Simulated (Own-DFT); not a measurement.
HfO2 (monoclinic hafnia, atoms displaced) (calculated)

Computed with Own-DFT development build. A calculation, not a measurement: plane-wave density functional theory by an unreviewed code, no spin, of a simulated periodic cell, stress positive in tension, run twice, with PBE and with PBEsol, both on files made for PBE, so the change isn't that of files made for PBEsol, hafnium file: forces about 75 meV/angstrom off all-electron values; oxygen file: force components 24 meV/angstrom off all-electron in one glass; forces on such cells passed a denser k mesh, this cell's mesh not checked; the far tail of each file's local potential was reset to the Coulomb form; each entry is a single point on an unrelaxed cell, so the pressure reflects the starting lattice, mostly measured values (interpolated for alloys), from which strain is counted, and rises with the displacements; printed positions are rounded, which can move forces by about a meV/angstrom; the program, named Own-DFT, is a retired in-house code; no spin-orbit coupling; stress was not checked against mesh or cutoff.

HfO2 (monoclinic hafnia, atoms displaced)

```
cell vectors (Å)
  10.2340     0.0000     0.0000
   0.0000    10.3500     0.0000
  -1.6955     0.0000    10.4453
atoms (fractions of the cell vectors)
Hf  0.13290  0.03775  0.11351
Hf  0.37621  0.28307  0.13893
Hf  0.35621  0.48380  0.40547
Hf  0.13624  0.23622  0.35075
O   0.04136  0.16322  0.16989
O   0.45946  0.42287  0.08491
O   0.46759  0.33692  0.32070
O   0.02842  0.09195  0.41385
O   0.20495  0.37664  0.24753
O   0.28646  0.14071  0.01646
O   0.27100  0.12729  0.27118
O   0.21522  0.36861  0.48011
Hf  0.14969  0.01247  0.59621
Hf  0.35466  0.27529  0.63846
Hf  0.35914  0.47355  0.89659
Hf  0.14700  0.21123  0.85144
O   0.03223  0.16714  0.65902
O   0.45770  0.42224  0.56967
O   0.46202  0.33576  0.82449
O   0.04285  0.07575  0.90822
O   0.22738  0.38945  0.74347
O   0.27574  0.13767  0.51195
O   0.28312  0.10515  0.75288
O   0.21663  0.36385  0.98888
Hf  0.15305  0.51398  0.10728
Hf  0.36970  0.77339  0.14284
Hf  0.36163  0.97502  0.40372
Hf  0.13951  0.73500  0.36891
O   0.04294  0.65885  0.18161
O   0.47163  0.93347  0.06576
O   0.47336  0.83354  0.31908
O   0.03853  0.57516  0.40692
O   0.22259  0.88714  0.23858
O   0.26569  0.62736  0.00618
O   0.27827  0.62116  0.26612
O   0.21461  0.86688  0.47888
Hf  0.12581  0.51616  0.60575
Hf  0.37732  0.76683  0.63978
Hf  0.36338  0.96300  0.89976
Hf  0.13325  0.73648  0.84749
O   0.03541  0.66022  0.68291
O   0.46100  0.92010  0.56811
O   0.44344  0.83909  0.82102
O   0.03005  0.58673  0.92143
O   0.21546  0.86726  0.72315
O   0.26759  0.62287  0.50959
O   0.26389  0.62129  0.74862
O   0.23550  0.87232  0.98569
Hf  0.64028  0.02362  0.10805
Hf  0.87498  0.26540  0.13473
Hf  0.86219  0.47329  0.40451
Hf  0.63884  0.23667  0.36176
O   0.54220  0.16784  0.17909
O   0.97123  0.42149  0.07526
O   0.95962  0.34017  0.33299
O   0.53068  0.08736  0.42437
O   0.73733  0.37246  0.24840
O   0.77768  0.12747  0.99154
O   0.77258  0.11377  0.25634
O   0.74185  0.36363  0.48395
Hf  0.62351  0.03471  0.58429
Hf  0.86707  0.27801  0.64198
Hf  0.86300  0.48186  0.89210
Hf  0.63173  0.23199  0.85947
O   0.54851  0.17364  0.65750
O   0.95758  0.42011  0.56654
O   0.97813  0.32288  0.81573
O   0.52672  0.09415  0.92648
O   0.71961  0.38156  0.73020
O   0.76558  0.11941  0.50814
O   0.77452  0.12735  0.76255
O   0.73793  0.37170  0.00240
Hf  0.64252  0.52452  0.11749
Hf  0.86059  0.76609  0.13433
Hf  0.86501  0.96942  0.39689
Hf  0.64560  0.71982  0.35300
O   0.53534  0.67971  0.17161
O   0.97290  0.91046  0.08157
O   0.97473  0.82846  0.31989
O   0.54057  0.58295  0.43045
O   0.72632  0.86816  0.24001
O   0.78794  0.63586  0.00175
O   0.78328  0.62737  0.25301
O   0.72341  0.86429  0.49254
Hf  0.64780  0.52243  0.60048
Hf  0.86788  0.78034  0.65090
Hf  0.85414  0.97929  0.90493
Hf  0.62771  0.72220  0.84321
O   0.53962  0.66907  0.66197
O   0.96460  0.91732  0.57264
O   0.96026  0.84735  0.82922
O   0.53071  0.57652  0.92970
O   0.72202  0.88094  0.73403
O   0.77750  0.63117  0.49583
O   0.78073  0.62154  0.75609
O   0.71681  0.87287  0.97591
```

Settings of this run: functional PBE, then PBEsol, potential files PseudoDojo norm-conserving, scalar-relativistic, standard set, wave cutoff 72 hartree, occupations Fermi-Dirac, smearing width 0.1 eV and k mesh 2 x 2 x 2 centred on Gamma.

The calculation gives: PBE pressure 9.01 GPa; PBE stress xx -7.97 GPa; PBE stress yy -9.72 GPa; PBE stress zz -9.34 GPa; PBE stress yz -0.07 GPa; PBE stress xz -0.04 GPa; PBE stress xy -0.11 GPa; PBEsol pressure 2.53 GPa; PBEsol stress xx -1.49 GPa; PBEsol stress yy -3.29 GPa; PBEsol stress zz -2.81 GPa; PBEsol stress yz -0.08 GPa; PBEsol stress xz 0.33 GPa; PBEsol stress xy -0.09 GPa; rms change of force components from PBE to PBEsol 0.06 eV/Å.

Force:
```tsv
force element	PBE force x (eV/Å)	PBE force y (eV/Å)	PBE force z (eV/Å)	PBEsol force x (eV/Å)	PBEsol force y (eV/Å)	PBEsol force z (eV/Å)
Hf	5.423	-6.081	-2.63	5.32	-5.929	-2.571
Hf	-3.343	-5.157	2.862	-3.255	-5.023	2.822
Hf	-0.255	-0.119	-2.773	-0.283	-0.138	-2.666
Hf	-0.613	-1.03	1.603	-0.555	-1.039	1.561
O	-4.011	4.28	0.959	-3.92	4.219	0.986
O	2.685	3.242	-1.343	2.611	3.16	-1.363
O	-0.55	1.016	1.142	-0.522	0.946	1.06
O	-0.026	-1.465	0.48	-0.013	-1.453	0.502
O	2.456	1.098	-1.519	2.42	1.077	-1.479
O	-0.928	-1.341	-0.431	-0.975	-1.281	-0.424
O	0.829	-0.606	-0.496	0.7	-0.598	-0.48
O	0.596	0.9	2.735	0.649	0.879	2.656
Hf	-2.644	2.064	0.791	-2.566	2.046	0.774
Hf	0.838	-0.159	0.922	0.799	-0.106	0.896
Hf	-1.775	1.598	-0.909	-1.745	1.511	-0.876
Hf	-0.44	1.385	-0.752	-0.463	1.318	-0.733
O	1.577	-0.855	-0.008	1.533	-0.819	0.05
O	1.006	-0.684	1.892	0.951	-0.662	1.788
O	0.105	-0.149	-0.071	0.085	-0.159	-0.099
O	-0.621	-0.422	1.88	-0.586	-0.377	1.889
O	0.033	-1.814	-1.181	0.11	-1.755	-1.164
O	0.204	-1.425	-0.306	0.144	-1.396	-0.285
O	-0.375	0.926	0.137	-0.453	0.909	0.127
O	1.177	0.912	-0.129	1.234	0.913	-0.12
Hf	-3.187	2.172	0.534	-3.125	2.159	0.51
Hf	-2.943	1.177	0.785	-2.861	1.185	0.816
Hf	-0.375	1.287	-5.232	-0.364	1.231	-5.091
Hf	-0.954	-4.567	-6.181	-0.938	-4.527	-6.1
O	-0.479	0.264	-1.58	-0.463	0.268	-1.501
O	-0.969	-3.158	2.688	-0.948	-3.066	2.559
O	-1.128	1.014	1.025	-1.118	0.951	0.946
O	-0.555	0.018	2.46	-0.534	0.019	2.47
O	1.075	-0.414	0.155	1.096	-0.389	0.174
O	1.757	0.419	0.071	1.656	0.383	0.079
O	1.349	0.31	-0.43	1.249	0.288	-0.413
O	2.134	3.136	3.233	2.132	3.092	3.159
Hf	2.092	1.423	-0.627	2.072	1.457	-0.621
Hf	-4.636	-0.297	-0.387	-4.549	-0.243	-0.337
Hf	-2.28	6.926	-0.237	-2.233	6.745	-0.184
Hf	0.266	-1.135	1.673	0.276	-1.175	1.582
O	-1.928	0.482	-1.655	-1.853	0.497	-1.56
O	-0.798	-1.571	1.56	-0.802	-1.528	1.449
O	5.284	-5.307	-2.172	5.15	-5.214	-2.188
O	0.067	0.065	-0.404	0.052	0.039	-0.376
O	0.021	0.267	0.107	0.061	0.262	0.102
O	1.117	0.765	1.34	1.046	0.73	1.293
O	1.855	0.025	1.494	1.723	0.025	1.448
O	-1.177	-1.027	0.551	-1.043	-1.017	0.511
Hf	0.853	0.345	-0.267	0.819	0.391	-0.291
Hf	-2.077	2.202	1.924	-2.049	2.232	1.9
Hf	1.733	3.234	-5.438	1.706	3.089	-5.299
Hf	0.614	-1.812	-2.471	0.612	-1.808	-2.459
O	-0.526	0.518	-0.614	-0.501	0.523	-0.573
O	-0.556	-1.416	-0.117	-0.552	-1.387	-0.157
O	1.969	-2.589	-1.816	1.927	-2.524	-1.803
O	-1.634	0.678	-3.054	-1.585	0.641	-2.898
O	-1.88	1.105	-1.706	-1.791	1.081	-1.636
O	-0.576	1.313	3.483	-0.615	1.275	3.391
O	0.856	0.31	0.24	0.763	0.295	0.231
O	-3.335	0.275	1.971	-3.19	0.27	1.926
Hf	4.198	-3.506	4.616	4.105	-3.347	4.461
Hf	-0.378	-4.433	1.982	-0.348	-4.297	1.972
Hf	2.065	-0.661	0.883	2.027	-0.63	0.913
Hf	1.645	-1.246	-1.745	1.623	-1.297	-1.728
O	-3.644	3.264	1.889	-3.548	3.172	1.877
O	1.377	-0.09	2.995	1.334	-0.078	2.866
O	-1.617	2.127	0.89	-1.583	2.038	0.79
O	1.013	0.499	-0.465	1.026	0.48	-0.404
O	0.365	0.304	0.855	0.424	0.308	0.803
O	1.818	1.556	-0.734	1.685	1.527	-0.735
O	0.037	-0.021	-0.031	-0.033	-0.005	-0.002
O	-1.498	0.177	-1.459	-1.383	0.165	-1.421
Hf	1.131	-0.755	-1.203	1.114	-0.685	-1.202
Hf	2.589	0.202	2.322	2.52	0.222	2.315
Hf	-0.065	0.811	-1.228	-0.057	0.754	-1.172
Hf	-0.181	2.852	0.35	-0.15	2.773	0.325
O	1.765	-2.626	-0.946	1.728	-2.561	-0.86
O	-0.669	1.101	-0.777	-0.683	1.091	-0.793
O	-2.305	1.683	0.869	-2.246	1.618	0.828
O	-0.677	-0.199	-1.132	-0.636	-0.207	-1.041
O	0.191	0.93	-0.782	0.245	0.889	-0.757
O	-2.09	-1.46	-0.797	-2.072	-1.428	-0.767
O	-1.229	-1.617	-0.104	-1.291	-1.556	-0.121
O	0.242	-0.157	-0.835	0.323	-0.164	-0.829
Hf	-0.095	-0.427	-0.37	-0.085	-0.35	-0.382
Hf	-1.59	0.268	-0.393	-1.573	0.33	-0.353
Hf	1.018	0.579	-3.488	0.96	0.526	-3.412
Hf	2.157	1.457	1.882	2.156	1.392	1.812
O	0.393	-0.452	1	0.382	-0.419	1.035
O	1.048	-0.144	0.294	1.006	-0.137	0.236
O	1.548	-1.86	-0.974	1.506	-1.841	-1.014
O	1.466	1.384	-0.637	1.435	1.334	-0.579
O	-0.65	-0.66	0.452	-0.543	-0.685	0.459
O	0.228	-0.704	2.272	0.127	-0.718	2.198
O	-1.133	0.13	-0.362	-1.176	0.123	-0.347
O	-0.873	-0.857	1.153	-0.764	-0.824	1.121
```
